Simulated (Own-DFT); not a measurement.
# What random displacements cost in beta-Si3N4, 42 atoms (N24Si18)

Calculated results; nothing here was measured. They come from Own-DFT, an in-house plane-wave density functional program, since retired, whose code no person has reviewed. Each row is one single-point run on a periodic cell that was not relaxed, without spin or spin-orbit coupling.

Settings of every run: PBE; PseudoDojo norm-conserving scalar-relativistic files; cutoff 42 hartree; 3 x 3 x 3 k mesh centred on Gamma; Fermi-Dirac smearing of 0.1 eV.

Known limits, some of them of some rows only: some atoms lie very close together; forces on such cells passed a denser k mesh, each cell not checked; stress not checked against mesh or cutoff.

Cell vectors in Å: (7.606, 0.000, 0.000); (-3.803, 6.587, 0.000); (0.000, 0.000, 8.727). In each run every atom was moved at random and independently from its ideal site; u is the rms move along one axis. E is the free energy for each atom above the fitted value at u = 0, and F the rms of the force components.

```
run,u (Å),E (meV/atom),F (eV/Å),largest force (eV/Å),P (GPa)
1,0.0193,18.7,0.845,3.29,5.55
2,0.0198,19.1,0.836,2.50,5.56
3,0.0207,21.2,0.895,3.07,5.62
4,0.0468,128.8,2.239,8.76,7.98
5,0.0534,129.9,2.098,9.03,8.89
6,0.0869,340.1,3.549,11.78,14.10
7,0.0967,?,?,?,?
8,0.1032,571.0,5.193,18.56,22.36
9,0.1492,1141.8,9.990,51.98,36.21
```

## Worked fit

For small independent moves the energy grows as E = (3/2) K u², with K the mean stiffness felt by one atom. The runs with u up to 0.11 Å give K = 33.6 ± 1.9 eV/Å², with residuals divided by u² + 0.0006 Å², since the noise grows with the moves. The scatter is 13.5 meV/atom at u = 0.05 Å. The forces follow F = G u with G = 44.1 eV/Å²; no force at u = 0 is resolved. G exceeds K because the moves of its neighbours add to the force on an atom, and stiffness differs between atoms. At u = 0.149 Å the parabola gives 1121 meV/atom and the run 1142. The pressure follows P = 4.71 + 1518 u² GPa: at fixed volume, shortened bonds push harder than stretched ones pull.

## Withheld run

Question: what energy and rms force should run 7 give?

The fit gives 471 ± 51 meV/atom and about 4.26 eV/Å. The calculation gave 500.7 meV/atom and 5.092 eV/Å.
